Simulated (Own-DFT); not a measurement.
# How strain changes the stress of 4H SiC, 32 atoms (C16Si16)

All numbers below are calculated, not measured. The program, named Own-DFT, is a retired in-house plane-wave density functional code that no person has reviewed. Each row is one single-point run on a periodic cell that was not relaxed, without spin or spin-orbit coupling.

Settings of every run: PBE; PseudoDojo norm-conserving scalar-relativistic files; cutoff 42 hartree; 5 x 5 x 3 k mesh centred on Gamma; Fermi-Dirac smearing of 0.1 eV.

Known limits: forces on such cells passed a denser k mesh, each cell not checked; stress not checked against mesh or cutoff.

Unstrained cell vectors in Å: (6.165, 0.000, 0.000); (-3.083, 5.339, 0.000); (0.000, 0.000, 10.068). The unstrained cell has measured lattice constants (interpolated for alloys), not those of this functional. That, the random moves and any unrelaxed bonds set the pressure at no strain. Each run strains this cell uniformly, with the atoms carried along. Every atom was also moved at random, by a Gaussian of width 0.05 Å on each axis. Strain is the symmetric tensor, in per cent. Stress is positive in tension, and the pressure is minus a third of its trace.

```
run  e_xx (%)  e_yy (%)  e_zz (%)  e_yz (%)  e_xz (%)  e_xy (%)  s_xx (GPa)  s_yy (GPa)  s_zz (GPa)  s_yz (GPa)  s_xz (GPa)  s_xy (GPa)  P (GPa)  E (meV/atom)
  1     -1.07      1.54      1.94      0.86      1.38      1.49       -7.49        5.07        2.48        2.68        3.91        5.43    -0.02          30.7
  2     -0.93      0.59      0.23     -0.25      0.69     -1.47      -13.17       -2.87       -4.63       -1.96        1.49       -7.36     6.89          63.9
  3      1.67     -1.92      0.31      0.22      1.16     -1.53        2.37      -13.63       -6.08        1.15        3.73       -7.43     5.78          39.3
  4     -0.59      0.86      0.08      1.12      0.55      0.07       -7.53       -0.91       -2.89        2.83        3.16       -0.46     3.78           0.0
  5     -0.51      0.83     -0.01     -1.70      0.17     -0.79       -9.39       -2.13       -2.93       -6.62       -0.19       -3.55     4.82          44.0
  6     -1.35      0.51     -0.64     -0.70     -1.01     -1.14      -18.77       -1.91       -9.41       -1.81       -3.19       -5.27    10.03          70.4
  7     -1.57      0.37     -1.25      1.89      1.37      1.64      -11.80       -3.76      -18.50        7.12        6.74        6.37    11.35          52.4
  8      1.13     -1.62     -1.26      0.80      0.05     -0.17       -0.35      -12.05      -13.36        2.23       -0.65       -1.19     8.59           4.5
  9     -1.25      0.52     -0.68     -0.92     -0.98      0.13      -12.91       -4.23       -8.98       -4.28       -2.89        1.01     8.71          35.9
 10      1.55      1.96      1.05     -1.27     -1.11     -0.94        4.14        6.76        2.86       -4.02       -3.91       -4.62    -4.59           2.2
 11      1.70     -0.77     -0.76     -0.99     -1.68      1.21        1.51       -8.28      -10.65       -2.98       -5.08        7.14     5.81          65.2
 12      0.49      0.82      1.39      0.76      1.38     -0.54       -4.10        2.55        3.17        2.21        4.68       -3.99    -0.54           4.2
 13     -0.83     -2.00      0.41      1.79      0.88      1.86      -13.63      -15.42       -6.11        6.03        4.11        9.95    11.72          70.0
 14      1.22     -0.21      1.96     -0.24     -1.89      0.55        2.50       -4.11        5.28       -1.93       -6.11        0.91    -1.22          12.0
 15     -0.80     -1.06     -0.77      0.19     -1.75      1.68      -10.27      -12.24      -11.34        1.62       -7.15        6.87    11.29          44.6
 16      1.29      1.41     -0.11      1.06     -1.49     -1.45           ?           ?           ?           ?           ?           ?        ?             ?
```

E is the free energy for each atom above the lowest run shown.

## Worked fit

Each stress component was fitted by least squares to a constant and the strains of the runs shown, as fractions, with shears doubled. Shear strains stay in the fit of a normal stress only where such slopes are resolved. The slopes, in GPa:

| stress | at no strain | per e_xx | per e_yy | per e_zz | scatter |
|---|---|---|---|---|---|
| s_xx | -6.2 | 561 ± 60 | 66 ± 62 | 51 ± 71 | 2.44 |
| s_yy | -4.7 | 61 ± 27 | 521 ± 28 | 74 ± 33 | 1.12 |
| s_zz | -6.1 | 86 ± 51 | 108 ± 53 | 539 ± 61 | 2.09 |

Each shear stress against twice its own strain: yz 173 ± 20, xz 165 ± 19, xy 248 ± 15 GPa. These are stiffnesses along x, y and z of the frame in which the cell vectors are given, which need not be the crystal's axes. The atoms are held to the strained lattice; where symmetry lets them move under strain, relaxing them would lower some slopes. The table should be nearly symmetric about its diagonal, and what it lacks of that shows the noise. A ninth of its sum, 230 ± 8 GPa, estimates the bulk modulus near the mean pressure of these runs, 5.5 GPa, so it lies above the value at zero pressure.

## Withheld run

Question: what normal stresses and pressure should run 16 give?

The fit gives s_xx = 1.8, s_yy = 3.4, s_zz = -4.1 and P = -0.4 GPa. The calculation gave 0.94, 3.52, -4.56 and P = 0.03 GPa.
